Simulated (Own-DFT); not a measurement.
Simulation results for SiC (2H silicon carbide, strained, atoms displaced)

A calculation, not a measurement: plane-wave PBE density functional theory by an unreviewed code, no spin, of a simulated periodic cell, stress positive in tension, free energy of the whole cell less one offset for each atom, forces on such cells passed a denser k mesh, this cell's mesh not checked; offsets are fitted by least squares, one for each functional and potential file, so energies compare only between cells with the same atoms and settings and are not formation energies; the far tail of each file's local potential was reset to the Coulomb form; each entry is a single point on an unrelaxed cell, so the pressure reflects the starting lattice, mostly measured values (interpolated for alloys), from which strain is counted, and rises with the displacements; printed positions are rounded, which can move forces by about a meV/angstrom; the program, named Own-DFT, is a retired in-house code; no spin-orbit coupling. Program: Own-DFT development build.

### SiC (2H silicon carbide, strained, atoms displaced)

```
SiC
1.0
      6.2264    -0.0492     0.0418
     -3.1558     5.3065    -0.0630
      0.0682    -0.0794    10.0476
Si C Si C Si C Si C Si C Si C Si C Si C
2 2 2 2 2 2 2 2 2 2 2 2 2 2 2 2
Direct
  0.00805 0.01381 0.00976
  0.17856 0.32566 0.25583
  0.99163 0.00242 0.18854
  0.15336 0.31442 0.43344
  0.98234 0.96957 0.50645
  0.14949 0.32107 0.74666
  0.00113 0.99293 0.68667
  0.17021 0.33741 0.94301
  0.99757 0.49738 0.00195
  0.15514 0.82542 0.24603
  0.99294 0.49257 0.18372
  0.16113 0.84095 0.44546
  0.98899 0.48978 0.49459
  0.16282 0.82075 0.75709
  0.00128 0.49344 0.68115
  0.16030 0.81961 0.94073
  0.51006 0.00195 0.00949
  0.65993 0.33360 0.24028
  0.50323 0.01774 0.18982
  0.66653 0.34436 0.44040
  0.51573 0.01341 0.49979
  0.66533 0.32829 0.74617
  0.51409 0.00622 0.68774
  0.66509 0.32328 0.94179
  0.51738 0.50051 0.99995
  0.66402 0.82833 0.24861
  0.49475 0.48473 0.18737
  0.64790 0.81889 0.43900
  0.50943 0.49740 0.49856
  0.68081 0.84098 0.75797
  0.51310 0.52220 0.69001
  0.65964 0.82805 0.94042
```

* functional: PBE
* potential files: PseudoDojo norm-conserving, scalar-relativistic, standard set
* wave cutoff: 42 hartree
* occupations: Fermi-Dirac
* smearing width: 0.1 eV
* hardware: one NVIDIA H100
* k mesh: 5 x 5 x 3 centred on Gamma
* free energy of cell above offsets: -2.418 eV
* pressure: 6.21 GPa
* stress xx: 1.27 GPa
* stress yy: -11.13 GPa
* stress zz: -8.78 GPa
* stress yz: -3.11 GPa
* stress xz: 3.45 GPa
* stress xy: -1.64 GPa
* wall time: 120.6 s

Force:
```tsv
element	x (eV/Å)	y (eV/Å)	z (eV/Å)
Si	-0.021	-1.504	-2.48
Si	-2.57	0.326	-1.031
C	1.139	-1.07	0.783
C	0.417	0.456	2.269
Si	-1.2	2.535	-1.449
Si	2.006	1.851	0.733
C	0.565	-0.377	1.519
C	0.334	-0.125	-1.025
Si	0.625	-0.523	-0.57
Si	0.137	0.846	1.327
C	0.978	0.23	1.49
C	2.393	-1.638	-2.001
Si	1.934	1.338	0.233
Si	0.706	1.045	-1.594
C	-0.544	-0.139	1.073
C	-0.1	2.022	0.784
Si	-1.293	-1.197	-2.102
Si	1.467	1.599	2.781
C	0.34	-4.144	0.464
C	1.136	-1.533	-2.111
Si	-1.705	-1.598	0.428
Si	-0.513	1.549	0.901
C	-0.706	-1.504	0.408
C	0.306	0.628	-1.136
Si	-2.009	-0.634	-0.446
Si	-0.922	0.332	0.741
C	-0.286	2.027	-0.492
C	0.896	1.232	-0.987
Si	-3.436	-0.238	1.536
Si	-1.37	0.149	-0.999
C	-0.11	-3.07	-0.271
C	1.405	1.125	1.223
```
